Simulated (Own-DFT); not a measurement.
# Bulk modulus against bond length in tetrahedral crystals

The numbers are computed, not measured, by runs of the plane-wave DFT program Own-DFT (in-house, retired, unreviewed) at fixed positions, with no spin and no spin-orbit coupling.

Limits (not all hold for every row): forces on such cells moved up to 12 meV/angstrom on a denser k mesh; k mesh not checked against a denser one; forces on such cells passed a denser k mesh, each cell not checked; stress not checked against mesh or cutoff.

All runs are PBE with PseudoDojo norm-conserving files; cutoff and k mesh are each material's own. Every cell starts from measured lattice constants and was given uniform random strains and small random moves of its atoms. Each triple is the change of volume in per cent, the rms move u in Å and the pressure in GPa.

- 3C SiC (C48Si48), 10.36 Å³/atom unstrained: (-3.54, 0.051, 14.69); (-3.10, 0.052, 13.76); (-2.19, 0.049, 11.05); (-0.69, 0.048, 7.00); (-0.24, 0.054, 7.28); (0.95, 0.052, 3.30); (3.48, 0.053, -1.66)
- wurtzite AlN (Al36N36), 10.45 Å³/atom unstrained: (-1.47, 0.046, 8.71); (-0.99, 0.054, 8.75); (0.72, 0.050, 4.18); (0.80, 0.049, 4.05); (1.68, 0.051, 2.79); (3.17, 0.050, -0.73); (3.29, 0.050, -0.98)
- diamond silicon (Si64), 20.02 Å³/atom unstrained: withheld
- zincblende GaP (Ga32P32), 20.24 Å³/atom unstrained: (-1.56, 0.050, 4.68); (-0.45, 0.050, 3.84); (-0.43, 0.053, 3.97); (0.10, 0.043, 3.33); (1.42, 0.047, 2.16); (1.53, 0.050, 1.76); (3.25, 0.052, 0.74)
- zincblende InP (In32P32), 25.27 Å³/atom unstrained: (-1.03, 0.050, 4.45); (-0.99, 0.051, 4.64); (-0.08, 0.046, 3.89); (0.33, 0.052, 3.36); (0.41, 0.052, 3.40); (0.46, 0.052, 3.43); (1.69, 0.051, 2.48)
- grey tin (Sn64), 34.15 Å³/atom unstrained: (-3.10, 0.050, 5.51); (-2.65, 0.048, 5.20); (-2.17, 0.048, 5.09); (-1.83, 0.052, 4.81); (0.15, 0.045, 3.63); (0.55, 0.053, 3.69); (1.47, 0.049, 3.01)

## Fit

Fit a line to each set against the fractional change of volume; B is minus its slope, and u is nearly the same within a set. To take it to zero pressure, assume that B rises by 4 GPa for each GPa: B0 = B - 4 x (mean pressure). The bond length of an ideal tetrahedral crystal with the unstrained volume v is d = (√3/4)(8 v)^(1/3). Cohen's empirical rule reads B0 = (1971 - 220 L) d^(-3.5) GPa, with L = 0 for group IV crystals and SiC and 1 for III-V compounds.

```
material,L,d (Å),B (GPa),mean P (GPa),B0 (GPa),rule (GPa)
3C SiC (C48Si48),0,1.888,236 ± 9,7.9,204 ± 9,213
wurtzite AlN (Al36N36),1,1.893,212 ± 9,3.8,197 ± 9,188
diamond silicon (Si64),0,2.352,?,?,?,99
zincblende GaP (Ga32P32),1,2.360,87 ± 5,2.9,75 ± 5,87
zincblende InP (In32P32),1,2.541,77 ± 4,3.7,63 ± 4,67
grey tin (Sn64),0,2.810,54 ± 2,4.4,36 ± 2,53
```

A line through ln[B0/(1971 - 220 L)] against ln d has a slope of -4.3 ± 0.3 and a scatter of 11 %. Against the rule, B0 stands at 96 % for 3C SiC, 105 % for wurtzite AlN, 87 % for zincblende GaP, 94 % for zincblende InP, 68 % for grey tin. PBE tends to make silicon and heavier crystals too soft, and the rule itself is only a guide.

## Check

Asked: what B0 does the fitted trend give for diamond silicon (Si64)?

The line gives 85 GPa. Its own runs give B = 100 ± 4 GPa at a mean pressure of 2.5 GPa, so B0 = 91 GPa.
